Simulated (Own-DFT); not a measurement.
# Strain and stress in wurtzite AlGaN with randomly placed atoms, 96 atoms (Al36Ga12N48)

All numbers below are calculated, not measured. The program, named Own-DFT, is a retired in-house plane-wave density functional code that no person has reviewed. Each row is one single-point run on a periodic cell that was not relaxed, without spin or spin-orbit coupling.

Settings of every run: PBE; PseudoDojo norm-conserving scalar-relativistic files (stringent for Ga); cutoff 96 hartree; 3 x 4 x 3 k mesh centred on Gamma; Gaussian smearing of 0.01 eV.

Known limits: k mesh not checked against a denser one; stress not checked against mesh or cutoff.

Unstrained cell vectors in Å: (12.525, 0.000, 0.000); (-4.697, 8.135, 0.000); (0.000, 0.000, 10.066). The unstrained cell has measured lattice constants (interpolated for alloys), not those of this functional. That, the random moves and any unrelaxed bonds set the pressure at no strain. Each run strains this cell uniformly, with the atoms carried along. Every atom was also moved at random, by a Gaussian of width 0.05 Å on each axis. The random placing of the alloy's atoms differs from row to row. Strain is the symmetric tensor, in per cent. Stress is positive in tension, and the pressure is minus a third of its trace.

| run | e_xx (%) | e_yy (%) | e_zz (%) | s_xx (GPa) | s_yy (GPa) | s_zz (GPa) | P (GPa) | E (meV/atom) |
|---|---|---|---|---|---|---|---|---|
| 1 | -1.75 | -1.75 | 0.00 | -16.38 | -20.98 | -8.44 | 15.26 | 57.1 |
| 2 | 2.00 | 2.00 | 0.00 | 3.23 | 5.15 | -3.38 | -1.67 | 0.0 |
| 3 | -1.50 | -1.50 | 0.00 | -14.25 | -14.75 | -10.30 | 13.10 | 30.4 |
| 4 | 1.00 | 1.00 | 0.00 | 0.26 | -1.52 | -5.80 | 2.35 | 5.5 |
| 5 | 1.50 | 1.50 | 0.00 | 1.71 | 0.95 | -5.28 | 0.87 | 21.4 |
| 6 | 2.50 | 2.50 | 0.00 | 5.85 | 7.14 | -3.23 | -3.25 | 11.8 |
| 7 | 0.50 | 0.50 | 0.00 | -2.37 | -4.37 | -6.30 | 4.35 | 9.6 |
| 8 | -0.50 | -0.50 | 0.00 | -8.81 | -9.71 | -7.43 | 8.65 | 24.0 |
| 9 | -0.75 | -0.75 | 0.00 | ? | ? | ? | ? | ? |

E is the free energy for each atom above the lowest run shown.

## Worked fit

The change of volume is close to e_xx + e_yy + e_zz. A straight line through the runs shown gives P = 7.00 - 213 x (fractional change of volume) GPa, with an error of 7 on the slope and a scatter of 0.55 GPa. The strain isn't the same on all axes and the cell isn't cubic, so the slope belongs to this path and is not the bulk modulus.

## Withheld run

Question: what pressure should run 9 give? Its volume changes by -1.49 %.

The line gives 10.2 GPa. The calculation gave 9.34 GPa.
